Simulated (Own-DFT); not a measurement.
SiGe (diamond-structure random alloy, atoms displaced) (calculated)

Computed with Own-DFT development build. A calculation, not a measurement: plane-wave density functional theory by an unreviewed code, no spin, of a simulated periodic cell, stress positive in tension, run twice, with PBE and with PBEsol, both on files made for PBE, so the change isn't that of files made for PBEsol, forces on such cells passed a denser k mesh, this cell's mesh not checked; the far tail of each file's local potential was reset to the Coulomb form; each entry is a single point on an unrelaxed cell, so the pressure reflects the starting lattice, mostly measured values (interpolated for alloys), from which strain is counted, and rises with the displacements; printed positions are rounded, which can move forces by about a meV/angstrom; the program, named Own-DFT, is a retired in-house code; no spin-orbit coupling; stress was not checked against mesh or cutoff.

SiGe (diamond-structure random alloy, atoms displaced)

```
SiGe
1.0
     11.0890     0.0000     0.0000
      0.0000    11.0890     0.0000
      0.0000     0.0000    11.0890
Si Ge Si Ge Si Ge Si Ge Si Ge Si Ge Si Ge Si Ge Si Ge Si Ge Si Ge Si Ge Si Ge Si Ge Si Ge Si Ge Si Ge Si Ge
1 1 1 2 3 1 1 1 3 1 1 1 2 2 1 1 2 2 3 3 3 1 3 1 1 4 1 1 1 3 2 4 1 1 2 2
Direct
  0.99894 0.99426 0.00374
  0.99387 0.24904 0.25138
  0.23993 0.98815 0.24851
  0.25730 0.24918 0.99913
  0.12194 0.12640 0.12490
  0.11340 0.37272 0.38247
  0.38099 0.11899 0.37411
  0.38229 0.37342 0.12865
  0.00121 0.99463 0.49106
  0.99168 0.24889 0.74559
  0.25773 0.00859 0.75778
  0.25502 0.24487 0.50112
  0.12522 0.11810 0.63009
  0.13491 0.37820 0.87847
  0.37899 0.13448 0.87248
  0.38307 0.37541 0.62310
  0.00251 0.49759 0.99834
  0.99418 0.74900 0.24632
  0.24614 0.49941 0.24431
  0.24733 0.75463 0.00253
  0.13145 0.62227 0.13125
  0.12286 0.87957 0.37512
  0.37819 0.62062 0.37505
  0.37017 0.86928 0.12059
  0.00322 0.49593 0.50611
  0.00086 0.74139 0.75653
  0.24800 0.51058 0.74863
  0.24331 0.75104 0.49799
  0.12406 0.62392 0.63141
  0.12441 0.87093 0.86978
  0.37475 0.62303 0.86981
  0.36975 0.87616 0.62342
  0.51105 0.00406 0.00847
  0.50198 0.25532 0.25267
  0.75121 0.98929 0.24766
  0.75542 0.24518 0.99986
  0.63356 0.12636 0.13064
  0.62902 0.36931 0.37351
  0.86940 0.12531 0.37589
  0.87801 0.37466 0.12638
  0.49731 0.00776 0.50363
  0.49647 0.25624 0.75336
  0.74980 0.00824 0.73811
  0.75344 0.24890 0.50502
  0.62983 0.12091 0.63512
  0.61918 0.37424 0.87654
  0.88039 0.13012 0.87421
  0.87963 0.37804 0.62436
  0.50130 0.49848 0.01033
  0.50721 0.74486 0.25290
  0.74923 0.50268 0.24314
  0.75711 0.75389 0.00122
  0.62473 0.62288 0.13623
  0.61490 0.87269 0.37370
  0.86534 0.61997 0.37348
  0.86808 0.86653 0.12219
  0.50307 0.50359 0.50253
  0.49373 0.75244 0.74721
  0.75695 0.50178 0.75401
  0.75376 0.74633 0.50194
  0.62437 0.62661 0.62438
  0.62485 0.87646 0.88124
  0.87833 0.62391 0.87051
  0.87721 0.87470 0.62539
```

- functional: PBE, then PBEsol
- potential files: PseudoDojo norm-conserving, scalar-relativistic, standard set
- wave cutoff: 42 hartree
- occupations: Fermi-Dirac
- smearing width: 0.1 eV
- k mesh: 3 x 3 x 3 centred on Gamma
- rms change of force components from PBE to PBEsol: ?

Q: SiGe (diamond-structure random alloy, atoms displaced): rms change of force components from PBE to PBEsol?
A: 0.06 eV/Å

Q: Give the table of force values for SiGe (diamond-structure random alloy, atoms displaced).
A: 
Force:
```tsv
force element	PBE force x (eV/Å)	PBE force y (eV/Å)	PBE force z (eV/Å)	PBEsol force x (eV/Å)	PBEsol force y (eV/Å)	PBEsol force z (eV/Å)
Si	-0.006	0.257	-1.156	-0.008	0.246	-1.054
Ge	0.023	0.14	0.494	0.062	0.105	0.443
Si	1.687	1.098	-0.219	1.632	1.135	-0.266
Ge	-0.531	0.805	0.816	-0.508	0.712	0.778
Ge	0.329	-0.658	-0.036	0.315	-0.575	-0.032
Si	1.875	-0.177	-0.555	1.811	-0.227	-0.603
Si	-1.466	0.848	-1.062	-1.396	0.775	-1.007
Si	-0.858	0.312	0.119	-0.896	0.263	0.073
Ge	-0.315	1.393	1.086	-0.346	1.326	1.109
Si	2.137	0.052	0.778	2.066	0.118	0.706
Ge	-1.352	-1.238	-0.563	-1.236	-1.203	-0.546
Si	-0.442	0.183	0.013	-0.434	0.177	0.012
Si	-0.251	0.947	-0.669	-0.24	0.851	-0.652
Si	-1.066	-0.638	-1.021	-1.013	-0.594	-0.973
Ge	1.094	-0.89	0.983	0.996	-0.905	0.992
Si	-1.232	-0.065	0.062	-1.211	0.028	0.041
Ge	0.303	-0.214	0.43	0.299	-0.135	0.415
Si	0.802	-0.21	1.057	0.746	-0.239	0.996
Si	0.886	-1.642	1.76	0.854	-1.538	1.721
Ge	-0.093	-0.758	-1.072	-0.101	-0.817	-1.05
Ge	-1.408	0.94	-0.747	-1.377	0.935	-0.808
Si	-0.122	-2.038	-0.741	-0.194	-1.97	-0.671
Ge	-1.4	0.293	-0.134	-1.275	0.284	-0.127
Si	1.095	0.985	1.137	1.109	0.922	1.072
Si	-0.051	1.293	-0.563	-0.151	1.275	-0.536
Ge	0.615	1.459	-1.298	0.516	1.402	-1.247
Ge	0.497	-2.258	-0.3	0.54	-2.153	-0.231
Si	-0.038	-0.36	0.035	0.045	-0.354	0.038
Si	-0.318	0.56	-1.8	-0.309	0.551	-1.668
Si	0.102	1.081	0.995	0.141	1.016	0.941
Ge	0.569	0.344	1.894	0.506	0.367	1.784
Ge	-0.401	0.146	-0.334	-0.339	0.184	-0.271
Ge	-1.507	-0.507	-0.58	-1.449	-0.424	-0.55
Si	-0.009	-0.964	0.309	0.032	-1.002	0.266
Si	-0.525	0.647	1.368	-0.513	0.623	1.257
Si	0.025	0.81	-0.076	-0.07	0.796	-0.064
Ge	0.185	0.565	0.564	0.138	0.508	0.503
Si	-0.139	0.765	0.285	-0.08	0.798	0.329
Si	0.057	-1.032	-0.49	0.091	-0.972	-0.44
Si	-0.606	-0.078	-0.867	-0.554	-0.036	-0.805
Ge	0.694	-0.999	-0.194	0.685	-0.983	-0.107
Si	0.633	-0.108	-1.101	0.671	-0.153	-1.019
Ge	1.963	-2.354	3.641	1.889	-2.278	3.454
Ge	-0.58	0.033	-0.49	-0.559	0.038	-0.403
Ge	-2.609	2.755	-1.79	-2.484	2.624	-1.767
Ge	1.269	0.369	0.625	1.238	0.357	0.614
Si	-0.29	-0.973	0.315	-0.32	-1.01	0.278
Ge	-0.588	0.111	0.551	-0.617	0.066	0.504
Si	-0.028	0.619	-0.557	-0.02	0.612	-0.644
Ge	-1.587	0.732	-0.557	-1.588	0.672	-0.502
Ge	0.012	-1.886	0.535	0.058	-1.796	0.582
Ge	-2.419	-2.059	-1.308	-2.269	-1.985	-1.247
Si	0.076	0.4	-2.334	0.118	0.435	-2.232
Si	1.582	0.818	0.828	1.508	0.763	0.85
Ge	2.056	0.14	0.378	1.921	0.14	0.363
Ge	1.982	1.735	1.197	1.879	1.631	1.105
Ge	0.684	-1.074	-0.244	0.628	-1.001	-0.287
Ge	1.439	0.084	0.385	1.317	0.083	0.373
Si	-1.632	-0.308	-0.869	-1.561	-0.337	-0.82
Ge	-1.406	0.731	-0.18	-1.298	0.707	-0.187
Si	0.712	-0.114	0.967	0.66	-0.076	0.91
Si	0.304	0.055	-1.176	0.297	0.056	-1.152
Ge	-0.782	-0.575	1.514	-0.697	-0.505	1.505
Ge	0.368	-0.327	-0.033	0.343	-0.316	-0.048
```

Further results for SiGe (diamond-structure random alloy, atoms displaced):

- PBE pressure: 3.45 GPa
- PBE stress xx: -3.4 GPa
- PBE stress yy: -3.45 GPa
- PBE stress zz: -3.48 GPa
- PBE stress yz: -0.07 GPa
- PBE stress xz: -0.69 GPa
- PBE stress xy: 0.09 GPa
- PBEsol pressure: 1.14 GPa
- PBEsol stress xx: -1.1 GPa
- PBEsol stress yy: -1.14 GPa
- PBEsol stress zz: -1.17 GPa
- PBEsol stress yz: -0.06 GPa
- PBEsol stress xz: -0.66 GPa
- PBEsol stress xy: 0.09 GPa
